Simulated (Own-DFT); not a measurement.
# Response to strain: hcp Hf, 36 atoms (Hf36)

All numbers below are calculated, not measured. They come from Own-DFT, an in-house plane-wave density functional program, since retired, whose code no person has reviewed. Each row is one single-point run on a periodic cell that was not relaxed, without spin or spin-orbit coupling.

Settings of every run: PBE; PseudoDojo norm-conserving scalar-relativistic files; cutoff 42 hartree; 4 x 4 x 4 k mesh centred on Gamma; cold (Marzari-Vanderbilt) smearing of 0.2 eV.

Known limits: hafnium file: forces about 75 meV/angstrom off all-electron values; forces on such cells passed a denser k mesh, each cell not checked; stress not checked against mesh or cutoff.

Unstrained cell vectors in Å: (9.589, 0.000, 0.000); (-4.795, 8.304, 0.000); (0.000, 0.000, 10.102). The unstrained cell has measured lattice constants (interpolated for alloys), not those of this functional. That, the random moves and any unrelaxed bonds set the pressure at no strain. Each run strains this cell uniformly, with the atoms carried along. Every atom was also moved at random, by a Gaussian of width 0.05 Å on each axis. Strain is the symmetric tensor, in per cent. Stress is positive in tension, and the pressure is minus a third of its trace.

| run | e_xx (%) | e_yy (%) | e_zz (%) | e_yz (%) | e_xz (%) | e_xy (%) | s_xx (GPa) | s_yy (GPa) | s_zz (GPa) | s_yz (GPa) | s_xz (GPa) | s_xy (GPa) | P (GPa) | E (meV/atom) |
|---|---|---|---|---|---|---|---|---|---|---|---|---|---|---|
| 1 | 1.26 | -1.32 | -1.50 | -0.18 | 1.34 | -1.74 | -0.87 | -4.46 | -4.92 | -0.07 | 1.35 | -2.20 | 3.42 | 22.9 |
| 2 | -0.37 | -1.90 | 0.97 | -1.71 | 1.08 | 1.22 | -2.51 | -4.75 | -1.54 | -1.71 | 1.07 | 1.82 | 2.93 | 18.2 |
| 3 | -0.56 | -0.28 | 0.52 | 0.20 | -1.43 | 0.66 | -2.24 | -1.63 | -1.08 | 0.25 | -1.43 | 1.05 | 1.65 | 4.1 |
| 4 | 1.17 | 0.36 | -0.10 | -0.61 | 0.49 | 0.62 | 1.24 | 0.11 | -0.66 | -0.64 | 0.48 | 0.88 | -0.23 | 0.0 |
| 5 | 1.70 | -0.62 | 0.95 | -0.91 | -1.82 | -1.49 | 1.98 | -0.65 | 1.07 | -0.96 | -1.70 | -1.92 | -0.80 | 12.7 |
| 6 | 1.46 | 1.15 | -0.92 | -1.89 | 0.70 | -0.77 | 1.64 | 1.09 | -1.71 | -1.93 | 0.73 | -1.00 | -0.34 | 10.2 |
| 7 | 1.99 | 1.54 | 1.43 | 0.43 | -1.71 | -0.41 | 4.26 | 3.59 | 3.37 | 0.44 | -1.63 | -0.15 | -3.74 | 13.3 |
| 8 | -0.82 | 1.60 | 0.91 | 1.31 | 0.69 | -1.96 | -0.94 | 1.28 | 0.91 | 1.36 | 0.70 | -2.18 | -0.41 | 10.9 |
| 9 | 0.99 | 1.22 | 0.47 | 1.68 | 1.17 | -0.86 | 1.72 | 1.63 | 0.60 | 1.72 | 1.27 | -1.20 | -1.32 | 17.3 |
| 10 | 0.40 | 1.76 | 0.16 | -0.56 | -1.12 | 1.53 | 0.60 | 2.39 | 0.36 | -0.44 | -1.18 | 1.85 | -1.12 | 5.5 |
| 11 | -1.76 | 1.52 | 0.52 | 0.86 | 1.03 | -1.45 | -3.72 | 1.04 | -0.65 | 0.79 | 1.04 | -2.08 | 1.11 | 15.0 |
| 12 | 1.52 | -1.95 | 0.09 | 0.07 | -1.84 | -1.79 | 0.40 | -4.38 | -1.88 | -0.10 | -1.63 | -2.48 | 1.95 | 25.9 |
| 13 | -1.31 | -0.91 | 0.39 | -0.71 | 1.67 | 0.20 | -4.46 | -3.72 | -2.50 | -0.79 | 1.72 | 0.54 | 3.56 | 17.9 |
| 14 | 1.41 | 0.20 | -0.88 | 1.18 | -0.18 | -0.57 | 0.82 | -0.74 | -2.35 | 1.24 | -0.14 | -0.47 | 0.76 | 13.9 |
| 15 | -0.63 | -1.46 | -1.32 | 0.84 | -0.75 | -1.20 | -4.34 | -5.80 | -6.01 | 0.85 | -0.79 | -1.66 | 5.39 | 15.3 |
| 16 | 1.60 | 0.40 | 1.25 | 1.98 | 0.53 | -0.95 | ? | ? | ? | ? | ? | ? | ? | ? |

E is the free energy for each atom above the lowest run shown.

## Worked fit

Each stress component was fitted by least squares to a constant and the strains of the runs shown, as fractions, with shears doubled. Shear strains stay in the fit of a normal stress only where such slopes are resolved. The slopes, in GPa:

```
stress,at no strain,per e_xx,per e_yy,per e_zz,scatter
s_xx,-1.4,193 ± 4,65 ± 4,66 ± 6,0.19
s_yy,-1.5,61 ± 6,194 ± 5,72 ± 8,0.26
s_zz,-1.7,66 ± 4,76 ± 3,201 ± 5,0.17
```

Each shear stress against twice its own strain: yz 52 ± 1, xz 50 ± 1, xy 67 ± 3 GPa. These are stiffnesses along x, y and z of the frame in which the cell vectors are given, which need not be the crystal's axes. The atoms are held to the strained lattice; where symmetry lets them move under strain, relaxing them would lower some slopes. The table should be nearly symmetric about its diagonal, and what it lacks of that shows the noise. A ninth of its sum, 110 ± 2 GPa, estimates the bulk modulus near the mean pressure of these runs, 0.9 GPa.

## Withheld run

Question: what normal stresses and pressure should run 16 give?

The fit gives s_xx = 2.8, s_yy = 1.2, s_zz = 2.2 and P = -2.1 GPa. The calculation gave 2.92, 1.20, 2.24 and P = -2.12 GPa.
